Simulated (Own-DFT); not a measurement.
# How strain changes the stress of C40 NbSi2, 36 atoms (Nb12Si24)

Calculated results; nothing here was measured. They come from Own-DFT, an in-house plane-wave density functional program, since retired, whose code no person has reviewed. Each row is one single-point run on a periodic cell that was not relaxed, without spin or spin-orbit coupling.

Settings of every run: PBE; PseudoDojo norm-conserving scalar-relativistic files; cutoff 42 hartree; 4 x 4 x 5 k mesh centred on Gamma; cold (Marzari-Vanderbilt) smearing of 0.2 eV.

Known limits: forces on such cells failed a check on a denser k mesh; stress not checked against mesh or cutoff.

Unstrained cell vectors in Å: (0.000, 8.324, 0.000); (-9.613, 0.000, 0.000); (0.000, 0.000, 6.586). The unstrained cell was taken from the Materials Project. The random moves and any unrelaxed bonds add to the pressure at no strain. Each run strains this cell uniformly, with the atoms carried along. Every atom was also moved at random, by a Gaussian of width 0.05 Å on each axis. Strain is the symmetric tensor, in per cent. Stress is positive in tension, and the pressure is minus a third of its trace.

```
run,e_xx (%),e_yy (%),e_zz (%),e_yz (%),e_xz (%),e_xy (%),s_xx (GPa),s_yy (GPa),s_zz (GPa),s_yz (GPa),s_xz (GPa),s_xy (GPa),P (GPa),E (meV/atom)
1,1.84,0.29,-1.24,-1.30,-1.49,1.95,2.70,-1.49,-8.50,-4.37,-4.24,5.59,2.43,34.7
2,1.80,1.01,0.43,-0.77,-0.84,-1.13,4.60,2.60,0.53,-2.94,-2.57,-2.52,-2.58,6.5
3,-1.20,1.64,-0.07,0.30,0.13,-0.10,-5.56,2.75,-3.24,0.92,0.60,-0.56,2.02,1.8
4,-1.14,0.79,0.25,-1.32,-1.96,-0.53,-5.55,-0.35,-3.57,-4.00,-6.14,-1.35,3.16,18.6
5,0.68,1.75,1.10,0.23,-0.61,0.35,1.63,4.86,2.95,0.25,-1.70,1.24,-3.15,7.2
6,0.10,-0.47,-1.19,1.27,0.24,-0.54,-2.90,-4.50,-9.74,4.42,0.58,-1.42,5.71,5.3
7,-1.76,1.61,-1.75,-1.64,-0.47,1.44,-10.28,0.38,-12.64,-5.76,-0.81,4.49,7.51,39.4
8,1.88,0.08,-0.95,-1.62,-0.56,-1.24,3.89,-1.77,-6.31,-5.61,-1.93,-3.65,1.40,9.3
9,0.18,0.29,-0.01,0.94,-1.80,-0.45,-1.73,-0.64,-3.66,2.55,-5.45,-1.38,2.01,9.2
10,-0.95,1.09,-1.49,1.44,0.83,0.78,-6.34,-0.51,-11.14,4.64,2.77,1.99,6.00,26.2
11,1.32,0.42,0.11,0.49,-1.89,0.70,1.90,0.13,-1.77,1.92,-5.60,1.83,-0.09,16.0
12,1.45,0.12,0.08,-0.54,0.55,1.14,3.42,-0.66,-2.10,-1.46,1.42,2.86,-0.22,0.0
13,-1.06,-1.08,0.52,1.88,-1.76,-0.86,-7.11,-7.44,-3.88,5.83,-6.53,-2.52,6.14,36.9
14,1.98,-0.18,0.12,-1.68,-1.40,-0.97,5.00,-1.68,-1.82,-5.04,-4.02,-2.41,-0.50,7.8
15,-1.14,-0.72,1.48,-1.55,1.45,-1.67,-6.01,-4.76,0.73,-4.29,4.03,-4.97,3.35,22.2
16,-0.18,1.25,0.56,-0.33,0.01,0.07,?,?,?,?,?,?,?,?
```

E is the free energy for each atom above the lowest run shown.

## Worked fit

Each stress component was fitted by least squares to a constant and the strains of the runs shown, as fractions, with shears doubled. Shear strains stay in the fit of a normal stress only where such slopes are resolved. The slopes, in GPa:

```
stress,at no strain,per e_xx,per e_yy,per e_zz,scatter
s_xx,-2.5,364 ± 11,53 ± 17,81 ± 16,0.54
s_yy,-2.5,73 ± 8,359 ± 13,76 ± 12,0.41
s_zz,-4.1,96 ± 8,96 ± 12,464 ± 11,0.39
```

Each shear stress against twice its own strain: yz 158 ± 4, xz 153 ± 3, xy 136 ± 5 GPa. These are stiffnesses along x, y and z of the frame in which the cell vectors are given, which need not be the crystal's axes. The atoms are held to the strained lattice; where symmetry lets them move under strain, relaxing them would lower some slopes. The table should be nearly symmetric about its diagonal, and what it lacks of that shows the noise. A ninth of its sum, 185 ± 7 GPa, estimates the bulk modulus near the mean pressure of these runs, 2.2 GPa, so it lies above the value at zero pressure.

## Withheld run

Question: what normal stresses and pressure should run 16 give?

The fit gives s_xx = -2.1, s_yy = 2.3, s_zz = -0.5 and P = 0.1 GPa. The calculation gave -2.06, 1.88, 0.08 and P = 0.03 GPa.
